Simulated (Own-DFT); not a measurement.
# How strain changes the stress of wurtzite AlN, 128 atoms (Al64N64)

All numbers below are calculated, not measured. They come from Own-DFT, an in-house plane-wave density functional program, since retired, whose code no person has reviewed. Each row is one single-point run on a periodic cell that was not relaxed, without spin or spin-orbit coupling.

Settings of every run: PBE; PseudoDojo norm-conserving scalar-relativistic files; cutoff 42 hartree; 3 x 3 x 3 k mesh centred on Gamma; Gaussian smearing of 0.01 eV.

Known limits: k mesh not checked against a denser one; stress not checked against mesh or cutoff.

Unstrained cell vectors in Å: (12.448, 0.000, 0.000); (-6.224, 10.780, 0.000); (0.000, 0.000, 9.964). The unstrained cell has measured lattice constants (interpolated for alloys), not those of this functional. That, the random moves and any unrelaxed bonds set the pressure at no strain. Each run strains this cell uniformly, with the atoms carried along. Every atom was also moved at random, by a Gaussian of width 0.05 Å on each axis. Strain is the symmetric tensor, in per cent. Stress is positive in tension, and the pressure is minus a third of its trace.

| run | e_xx (%) | e_yy (%) | e_zz (%) | s_xx (GPa) | s_yy (GPa) | s_zz (GPa) | P (GPa) | E (meV/atom) |
|---|---|---|---|---|---|---|---|---|
| 1 | 0.00 | 0.00 | 2.50 | -4.69 | -2.63 | 4.74 | 0.86 | 0.0 |
| 2 | 0.00 | 0.00 | 2.00 | -4.00 | -6.15 | 3.15 | 2.33 | 19.8 |
| 3 | 0.00 | 0.00 | -0.50 | -6.58 | -6.00 | -8.27 | 6.95 | 18.8 |
| 4 | 0.00 | 0.00 | -1.50 | -8.24 | -5.89 | -12.37 | 8.83 | 19.8 |
| 5 | 0.00 | 0.00 | 2.75 | -3.52 | -3.85 | 6.95 | 0.14 | 1.7 |
| 6 | 0.00 | 0.00 | 1.25 | -4.60 | -4.44 | -0.32 | 3.12 | 0.4 |
| 7 | 0.00 | 0.00 | 0.75 | -3.69 | -6.36 | -2.50 | 4.18 | 6.7 |
| 8 | 0.00 | 0.00 | -1.00 | -6.61 | -5.66 | -10.12 | 7.46 | 6.5 |
| 9 | 0.00 | 0.00 | -1.25 | ? | ? | ? | ? | ? |

E is the free energy for each atom above the lowest run shown.

## Worked fit

The change of volume is close to e_xx + e_yy + e_zz. A straight line through the runs shown gives P = 5.77 - 196 x (fractional change of volume) GPa, with an error of 6 on the slope and a scatter of 0.28 GPa. The strain isn't the same on all axes and the cell isn't cubic, so the slope belongs to this path and is not the bulk modulus.

## Withheld run

Question: what pressure should run 9 give? Its volume changes by -1.25 %.

The line gives 8.2 GPa. The calculation gave 8.38 GPa.
